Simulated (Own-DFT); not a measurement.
# Response to strain: diamond-structure SiGeSn with randomly placed atoms, 64 atoms (Ge44Si16Sn4)

These are calculations, not measurements. They come from Own-DFT, an in-house plane-wave density functional program, since retired, whose code no person has reviewed. Each row is one single-point run on a periodic cell that was not relaxed, without spin or spin-orbit coupling.

Settings of every run: PBE; PseudoDojo norm-conserving scalar-relativistic files; cutoff 49 hartree; 3 x 3 x 3 k mesh centred on Gamma; Fermi-Dirac smearing of 0.1 eV.

Known limits: forces on such cells moved up to 12 meV/angstrom on a denser k mesh; stress not checked against mesh or cutoff.

Unstrained cell vectors in Å: (11.306, 0.000, 0.000); (0.000, 11.306, 0.000); (0.000, 0.000, 11.306). The unstrained cell has measured lattice constants (interpolated for alloys), not those of this functional. That, the random moves and any unrelaxed bonds set the pressure at no strain. Each run strains this cell uniformly, with the atoms carried along. Every atom was also moved at random, by a Gaussian of width 0.05 Å on each axis. The random placing of the alloy's atoms differs from row to row. Strain is the symmetric tensor, in per cent. Stress is positive in tension, and the pressure is minus a third of its trace.

```
run,e_xx (%),e_yy (%),e_zz (%),s_xx (GPa),s_yy (GPa),s_zz (GPa),P (GPa),E (meV/atom)
1,1.50,1.50,0.00,-1.48,-1.55,-2.56,1.86,0.0
2,2.25,2.25,0.00,-0.51,-0.63,-1.94,1.03,11.3
3,-0.75,-0.75,0.00,-5.54,-5.56,-4.96,5.35,19.9
4,0.50,0.50,0.00,-3.69,-3.57,-4.09,3.79,37.5
5,-1.25,-1.25,0.00,-6.61,-6.48,-5.88,6.33,38.3
6,1.25,1.25,0.00,-2.34,-2.39,-3.09,2.61,28.3
7,-2.00,-2.00,0.00,-8.58,-8.42,-7.00,8.00,69.1
8,-2.75,-2.75,0.00,-10.24,-10.21,-8.02,9.49,89.0
9,-2.50,-2.50,0.00,?,?,?,?,?
```

E is the free energy for each atom above the lowest run shown.

## Worked fit

The change of volume is close to e_xx + e_yy + e_zz. A straight line through the runs shown gives P = 4.57 - 84 x (fractional change of volume) GPa, with an error of 3 on the slope and a scatter of 0.32 GPa. The strain isn't the same on all axes, but the crystal is cubic, so the slope still estimates the bulk modulus, averaged over pressures from 1.0 to 9.5 GPa.

## Withheld run

Question: what pressure should run 9 give? Its volume changes by -4.94 %.

The line gives 8.7 GPa. The calculation gave 8.65 GPa.
